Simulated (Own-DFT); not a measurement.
SiC (2H silicon carbide, strained, atoms displaced) (calculated)

A calculation, not a measurement: plane-wave PBE density functional theory by an unreviewed code, no spin, of a simulated periodic cell, stress positive in tension, free energy of the whole cell less one offset for each atom, forces on such cells passed a denser k mesh, this cell's mesh not checked; offsets are fitted by least squares, one for each functional and potential file, so energies compare only between cells with the same atoms and settings and are not formation energies; the far tail of each file's local potential was reset to the Coulomb form; each entry is a single point on an unrelaxed cell, so the pressure reflects the starting lattice, mostly measured values (interpolated for alloys), from which strain is counted, and rises with the displacements; printed positions are rounded, which can move forces by about a meV/angstrom; the program, named Own-DFT, is a retired in-house code; no spin-orbit coupling. Program: Own-DFT development build.

Settings shared by all entries: functional PBE; potential files PseudoDojo norm-conserving, scalar-relativistic, standard set; wave cutoff 42 hartree; occupations Fermi-Dirac; smearing width 0.1 eV; hardware one NVIDIA H100; k mesh 5 x 5 x 3 centred on Gamma.

(1) SiC (2H silicon carbide, strained, atoms displaced)

```xyz
32
Lattice="6.1988 -0.0173 0.0093 -3.1144 5.4503 -0.0115 0.0153 -0.0128 10.0185" Properties=species:S:1:pos:R:3 SiC
Si     3.0558     5.3996     0.0401
Si     0.0205     1.8092     2.5543
C      3.0069     5.3907     1.9414
C     -0.1157     1.7635     4.3549
Si     3.0423     5.4200     4.8716
Si    -0.0375     1.7494     7.5300
C      3.0755     5.4011     6.9459
C     -0.0091     1.6992     9.3961
Si     4.6225     2.7267     0.0357
Si    -1.5675     4.5252     2.4913
C      4.5967     2.7203     1.9492
C     -1.5430     4.4929     4.3357
Si     4.5366     2.7658     4.9587
Si    -1.4856     4.5662     7.5580
C     -1.5549     2.7340     6.8704
C     -1.5082     4.5544     9.3256
Si     3.1356     0.0290    10.0163
Si     3.0877     1.7672     2.5182
C     -0.1395     5.3676     1.8747
C      3.1290     1.8345     4.3779
Si     3.1272     0.0453     4.9334
Si     3.1233     1.7830     7.5266
C      3.1429    -0.0144     6.9352
C      3.0715     1.7873     9.4221
Si     1.5710     2.6653     9.9983
Si     1.4904     4.5467     2.5641
C      1.5728     2.7415     1.8381
C      1.4914     4.5682     4.3819
Si     1.5813     2.6852     5.0283
Si     1.5882     4.4886     7.5391
C      1.6584     2.7930     6.8783
C      1.5196     4.4453     9.3681
```

The calculation gives: free energy of cell above offsets -3.098 eV; pressure 0.82 GPa; stress xx 1.36 GPa; stress yy 5.39 GPa; stress zz -9.19 GPa; stress yz -0.09 GPa; stress xz 1.3 GPa; stress xy -2.07 GPa; wall time 134.3 s.

Force:
```tsv
element	x (eV/Å)	y (eV/Å)	z (eV/Å)
Si	0.201	-0.605	-0.768
Si	-0.566	0.226	-2.144
C	1.103	1.002	-0.597
C	1.672	1.289	1.435
Si	0.987	0.019	2.831
Si	0.664	0.83	-1.108
C	1.201	0.419	-1.754
C	-0.259	1.523	0.864
Si	0.617	-0.139	-0.539
Si	-2.11	-0.866	-0.018
C	0.942	-0.797	-1.015
C	-0.427	1.986	0.489
Si	2.882	-0.794	1.86
Si	-1.358	-0.693	-2.677
C	0.399	0.113	0.288
C	-0.598	-0.532	3.404
Si	-0.492	-1.632	-0.17
Si	-0.607	0.482	-1.105
C	2.82	1.948	-0.161
C	-2.015	-0.848	-0.41
Si	-1.097	-0.917	2.455
Si	0.241	0.418	-0.363
C	0.152	0.296	-1.252
C	1.298	0.27	-0.23
Si	-1.459	0.251	0.029
Si	-0.466	-1.051	-1.978
C	-0.655	-0.555	1.725
C	0.369	-1.7	0.183
Si	-1.746	0.604	-0.319
Si	-0.523	1.063	-0.813
C	-1.558	-2.408	0.351
C	0.388	0.8	1.507
```

(2) SiC (2H silicon carbide, strained, atoms displaced)

```xyz
32
Lattice="6.2583 0.0713 -0.0447 -3.0674 5.3442 -0.0122 -0.0729 -0.0651 10.0249" Properties=species:S:1:pos:R:3 SiC
Si     6.1064     0.0092     9.9364
Si     0.0045     1.8034     2.4791
C      0.0381    -0.0098     1.8351
C      0.0571     1.7471     4.2955
Si    -3.0875     5.2835     5.0228
Si    -0.0981     1.7061     7.5681
C     -3.1005     5.2756     6.8268
C      0.0287     1.7637     9.3976
Si    -1.4794     2.7015     0.0241
Si    -1.5295     4.3815     2.4745
C      4.6700     2.7808     1.7783
C     -1.4945     4.4398     4.3846
Si    -1.5608     2.6951     5.0057
Si    -1.5247     4.3564     7.4723
C     -1.5390     2.5865     6.9151
C     -1.4984     4.4664     9.3293
Si    -0.0328     5.2294     9.9692
Si     3.1521     1.8295     2.4693
C     -0.0293     5.3517     1.8189
C      3.1142     1.7431     4.3339
Si     0.0604     5.3324     5.0228
Si     3.0885     1.6852     7.4570
C      3.0897     0.0760     6.8681
C      3.0469     1.7773     9.3484
Si     1.5695     2.8096     0.0507
Si     1.5057     4.5603     2.5458
C      1.6051     2.6791     1.7414
C      1.6259     4.4296     4.3272
Si     1.6032     2.7106     4.8940
Si     1.5393     4.4121     7.5551
C      1.6013     2.6145     6.8135
C      1.5776     4.4476     9.3617
```

Results for SiC (2H silicon carbide, strained, atoms displaced): free energy of cell above offsets -2.126 eV; pressure 1.89 GPa; stress xx 6.35 GPa; stress yy 0.62 GPa; stress zz -12.65 GPa; stress yz -2.31 GPa; stress xz -3.7 GPa; stress xy 3.7 GPa; wall time 124.1 s.

Force:
```tsv
element	x (eV/Å)	y (eV/Å)	z (eV/Å)
Si	3.001	0.847	0.803
Si	0.645	-0.678	-1.554
C	-1.819	0.055	0.959
C	-1.062	0.414	1.713
Si	0.358	0.935	-1.626
Si	2.672	-0.057	-1.714
C	-0.555	-0.387	2.465
C	-1.513	-0.222	0.68
Si	-1.398	-0.348	-2.653
Si	-0.415	2.383	0.303
C	0.74	-1.909	1.616
C	-0.416	-0.049	-0.111
Si	0.715	-1.998	-0.147
Si	-0.492	1.305	-0.079
C	-1.25	0.169	-0.937
C	-2.505	-1.883	0.317
Si	0.849	3.32	0.316
Si	-0.843	-0.426	-1.192
C	0.885	0.108	0.801
C	1.151	1.105	0.108
Si	-0.062	0.081	-1.073
Si	0.086	4.269	1.706
C	0.269	-4.729	-0.26
C	1.012	-0.096	0.79
Si	1.561	-2.341	-4.255
Si	1.872	-1.084	-3.263
C	-0.778	1.059	5.563
C	-0.348	1.563	1.25
Si	-0.66	-2.012	1.587
Si	0.945	-0.289	-3.053
C	-1.521	0.809	0.528
C	-1.124	0.09	0.409
```

(3) SiC (2H silicon carbide, strained, atoms displaced)

```xyz
32
Lattice="6.1107 -0.0861 0.0955 -3.1299 5.3206 -0.0241 0.1559 0.0446 10.2424" Properties=species:S:1:pos:R:3 SiC
Si    -3.0398     5.2877     0.0535
Si     0.0295     1.8235     2.5274
C     -2.9965     5.2532     1.8816
C      0.0675     1.7784     4.5167
Si    -2.9828     5.2516     5.2027
Si     0.0909     1.8212     7.7552
C      6.1772    -0.0472     7.1169
C      0.1273     1.8653     9.6084
Si     4.6267     2.5801    10.2397
Si    -1.5475     4.4575     2.4839
C      4.5348     2.5848     2.0532
C     -1.4932     4.3878     4.4753
Si    -1.3442     2.7155     5.0981
Si    -1.5362     4.4403     7.6226
C     -1.4355     2.7243     6.9413
C     -1.4498     4.5334     9.5315
Si     3.2859     0.0523    10.2469
Si     3.1341     1.6966     2.6201
C     -0.0421     5.2824     1.9251
C      3.0473     1.7418     4.5602
Si     0.0132     5.2583     5.1522
Si     3.1546     1.7893     7.6851
C      0.0562     5.2439     7.1903
C      3.1356     1.7171     9.6927
Si     1.6729     2.5803    10.2635
Si     1.5776     4.2725     2.5885
C      1.4612     2.6149     1.9011
C      1.5297     4.4300     4.5572
Si     1.5426     2.6930     5.2263
Si     1.5936     4.4577     7.7097
C      1.5063     2.6372     7.1168
C      1.6320     4.3960     9.6649
```

Results for SiC (2H silicon carbide, strained, atoms displaced): free energy of cell above offsets -1.899 eV; pressure 6.8 GPa; stress xx -12.51 GPa; stress yy -10.02 GPa; stress zz 2.12 GPa; stress yz 1.55 GPa; stress xz 6.77 GPa; stress xy -6.53 GPa; wall time 121.2 s.

Force:
```tsv
element	x (eV/Å)	y (eV/Å)	z (eV/Å)
Si	-1.948	0.602	-2.001
Si	-1.593	-2.107	1.697
C	-2.319	2.061	0.535
C	0.923	-1.123	-0.822
Si	-0.95	1.833	-2.969
Si	-1.633	-0.89	-0.63
C	1.6	0.637	1.061
C	-0.968	-1.84	0.501
Si	1.746	2.099	1.731
Si	1.266	-1.365	2.045
C	1.988	0.393	-2.111
C	-0.066	1.344	-0.57
Si	-3.043	-1.945	-0.615
Si	0.635	0.559	1.328
C	-0.062	-0.646	1.933
C	0.641	-1.773	0.494
Si	-0.89	-3.201	1.016
Si	-2.751	-0.533	1.352
C	1.852	-0.114	-0.374
C	1.266	0.134	0.306
Si	-0.23	1.732	0.474
Si	-0.901	-1.118	0.267
C	-0.778	2.015	-2.493
C	0.912	1.356	-2.38
Si	-1.234	2.641	0.4
Si	-1.199	2.422	0.545
C	2.769	-0.617	-0.164
C	1.089	-0.766	-0.646
Si	0.566	-1.319	-1.052
Si	-0.865	-1.954	1.987
C	3.057	1.171	-0.562
C	1.122	0.309	-0.28
```

(4) SiC (2H silicon carbide, strained, atoms displaced)

```xyz
32
Lattice="6.1696 0.0464 -0.0605 -3.0446 5.3761 0.1246 -0.0989 0.1779 10.2092" Properties=species:S:1:pos:R:3 SiC
Si    -3.1176     5.5256    10.2884
Si    -0.0774     1.7968     2.5899
C      0.0141     0.0394     1.9426
C     -0.0288     1.9097     4.5297
Si    -0.0716     0.1994     5.1663
Si     0.0117     1.8908     7.7310
C     -3.0533     5.4562     7.1464
C      0.0104     1.9123     9.6168
Si    -1.5824     2.9286    10.2223
Si    -1.5845     4.5389     2.6288
C      4.6304     2.7346     1.9542
C     -1.6031     4.5088     4.5254
Si     4.6021     2.8108     5.0997
Si    -1.6353     4.7060     7.6893
C     -1.5092     2.8447     7.0179
C     -1.6185     4.5570     9.7104
Si     3.1522     0.0557     0.0344
Si     3.0201     1.8612     2.4996
C     -0.0779     5.4057     1.9281
C      3.0341     1.9464     4.4435
Si     3.0048     0.1227     5.0382
Si     2.9049     1.9370     7.7359
C     -0.0099     5.4998     7.1047
C      3.0083     1.9826     9.5143
Si     1.4909     2.7067     0.0598
Si     1.4573     4.4280     2.5720
C      1.5072     2.7981     2.0388
C      1.5785     4.6325     4.5834
Si     1.4461     2.7984     5.1661
Si     1.4857     4.6020     7.6673
C      1.5150     2.8311     7.0747
C      1.5087     4.6863     9.6865
```

It finds free energy of cell above offsets -1.832 eV; pressure 0.7 GPa; stress xx -2.75 GPa; stress yy -0.58 GPa; stress zz 1.23 GPa; stress yz 6.41 GPa; stress xz -4.69 GPa; stress xy 4.69 GPa; wall time 118.2 s.

Force:
```tsv
element	x (eV/Å)	y (eV/Å)	z (eV/Å)
Si	0.272	-0.492	1.805
Si	1.223	-0.069	0.705
C	-2.561	-0.134	-1.317
C	-0.418	-0.079	-0.757
Si	0.727	-2.519	-1.587
Si	-1.675	1.01	-0.966
C	-3.681	2.374	-0.239
C	-1.741	0.622	-0.348
Si	-0.507	-4.11	1.331
Si	0.664	-1.302	0.739
C	-1.265	0.747	-1.506
C	0.64	1.902	0.545
Si	-0.869	0.299	0.089
Si	4.225	-4.2	1.732
C	-1.199	-0.58	1.961
C	0.983	4.302	-2.12
Si	-1.331	-0.665	-2.715
Si	1.059	-0.365	1.26
C	1.105	0.593	2.513
C	-0.393	-0.93	0.146
Si	0.071	-0.179	-0.102
Si	3.951	-0.51	-2.565
C	-1.147	1.226	0.052
C	-0.072	0.46	3.018
Si	2.267	0.397	0.288
Si	1.429	4.947	2.149
C	-0.895	-3.529	-2.604
C	-1.558	-0.454	-0.683
Si	1.999	0.9	-0.493
Si	0.511	0.649	1.377
C	-1.276	0.059	-0.561
C	-0.539	-0.371	-1.147
```

(5) SiC (2H silicon carbide, strained, atoms displaced)

```xyz
32
Lattice="6.2822 0.0109 -0.0611 -3.1316 5.4027 0.1271 -0.0998 0.1820 10.0888" Properties=species:S:1:pos:R:3 SiC
Si    -3.1987     5.5520    10.2144
Si    -0.0348     1.8562     2.6032
C      3.1149     5.4475     1.9696
C     -0.0998     1.9136     4.4150
Si    -0.0029     0.0910     5.0260
Si    -0.0883     1.8916     7.5266
C      3.0709     5.5308     6.9245
C     -0.0985     1.9818     9.4663
Si     4.5643     2.9348    10.0243
Si    -1.4934     4.6613     2.6733
C     -1.5328     2.7042     1.8781
C     -1.4982     4.5982     4.5716
Si     4.6177     2.8160     5.0383
Si    -1.6615     4.5831     7.6350
C      4.6208     2.8391     6.9456
C     -1.6352     4.6875     9.5239
Si    -0.1481     5.5504    10.0922
Si     3.1080     1.7842     2.5485
C     -0.0187     5.3802     1.9733
C      3.0314     1.8733     4.4701
Si    -0.0422     5.4526     5.1188
Si     3.0570     1.9473     7.5918
C     -0.1376     5.5218     7.0572
C      2.9425     2.0087     9.3733
Si     1.5830     2.7822     0.0652
Si     1.5366     4.5172     2.6476
C      1.6336     2.6856     1.8763
C      1.4716     4.6044     4.4009
Si     1.4623     2.8271     5.0838
Si     1.5262     4.6046     7.6017
C      1.5178     2.7440     6.9377
C      1.4834     4.7117     9.5612
```

The calculation gives: free energy of cell above offsets -2.938 eV; pressure -2.21 GPa; stress xx 6.71 GPa; stress yy 5.82 GPa; stress zz -5.91 GPa; stress yz 5.38 GPa; stress xz -2.88 GPa; stress xy -0.01 GPa; wall time 123.6 s.

Force:
```tsv
element	x (eV/Å)	y (eV/Å)	z (eV/Å)
Si	-0.606	1.492	0.28
Si	0.351	-0.319	-2.94
C	0.602	-0.135	0.989
C	0.393	-0.291	1.626
Si	-0.757	0.044	-1.111
Si	0.302	0.56	1.4
C	-0.31	-0.639	1.225
C	-0.114	0.076	-0.156
Si	0.802	-1.951	0.511
Si	-2.663	-2.766	-1.152
C	-1.182	0.83	1.718
C	-2.787	-0.485	-1.206
Si	0.011	-0.744	0.021
Si	0.239	1.028	-0.076
C	-0.002	-0.653	-0.477
C	-1.532	-0.403	-0.456
Si	1.453	1.53	1.312
Si	1.387	0.944	-0.908
C	1.211	1.227	-0.597
C	0.468	0.481	-0.858
Si	0.993	1.744	1.833
Si	0.01	-0.965	-1.807
C	1.722	-0.385	-0.391
C	1.191	-0.02	2.436
Si	-0.92	-1.811	-1.526
Si	0.99	-0.219	-3.676
C	-1.375	0.722	2.236
C	1.399	-0.114	3.191
Si	0.5	-0.787	-0.686
Si	-1.111	0.135	0.249
C	-0.875	1.69	0.152
C	0.211	0.187	-1.157
```
